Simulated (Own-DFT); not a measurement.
# How strain changes the stress of wurtzite AlN, 72 atoms (Al36N36)

Calculated results; nothing here was measured. The program, named Own-DFT, is a retired in-house plane-wave density functional code that no person has reviewed. Each row is one single-point run on a periodic cell that was not relaxed, without spin or spin-orbit coupling.

Settings of every run: PBE; PseudoDojo norm-conserving scalar-relativistic files; cutoff 42 hartree; 4 x 4 x 3 k mesh centred on Gamma; Gaussian smearing of 0.01 eV.

Known limits: k mesh not checked against a denser one; stress not checked against mesh or cutoff.

Unstrained cell vectors in Å: (9.336, 0.000, 0.000); (-4.668, 8.085, 0.000); (0.000, 0.000, 9.964). The unstrained cell has measured lattice constants (interpolated for alloys), not those of this functional. That, the random moves and any unrelaxed bonds set the pressure at no strain. Each run strains this cell uniformly, with the atoms carried along. Every atom was also moved at random, by a Gaussian of width 0.05 Å on each axis. Strain is the symmetric tensor, in per cent. Stress is positive in tension, and the pressure is minus a third of its trace.

| run | e_xx (%) | e_yy (%) | e_zz (%) | s_xx (GPa) | s_yy (GPa) | s_zz (GPa) | P (GPa) | E (meV/atom) |
|---|---|---|---|---|---|---|---|---|
| 1 | 1.75 | 1.75 | 0.00 | 2.53 | 4.45 | -1.74 | -1.75 | 4.1 |
| 2 | 2.00 | 2.00 | 0.00 | 5.67 | 4.80 | -2.02 | -2.82 | 0.0 |
| 3 | -0.75 | -0.75 | 0.00 | -9.76 | -11.97 | -5.73 | 9.15 | 22.6 |
| 4 | 3.00 | 3.00 | 0.00 | 10.87 | 9.22 | -2.46 | -5.88 | 10.5 |
| 5 | 1.50 | 1.50 | 0.00 | 2.32 | 3.43 | -5.89 | 0.05 | 17.0 |
| 6 | -2.00 | -2.00 | 0.00 | -17.75 | -18.33 | -8.89 | 14.99 | 32.9 |
| 7 | -0.50 | -0.50 | 0.00 | -6.73 | -8.83 | -7.65 | 7.74 | 14.7 |
| 8 | -1.00 | -1.00 | 0.00 | -12.43 | -12.05 | -4.32 | 9.60 | 3.4 |
| 9 | -1.75 | -1.75 | 0.00 | ? | ? | ? | ? | ? |

E is the free energy for each atom above the lowest run shown.

## Worked fit

The change of volume is close to e_xx + e_yy + e_zz. A straight line through the runs shown gives P = 6.02 - 207 x (fractional change of volume) GPa, with an error of 6 on the slope and a scatter of 0.58 GPa. The strain isn't the same on all axes and the cell isn't cubic, so the slope belongs to this path and is not the bulk modulus.

## Withheld run

Question: what pressure should run 9 give? Its volume changes by -3.47 %.

The line gives 13.2 GPa. The calculation gave 14.14 GPa.
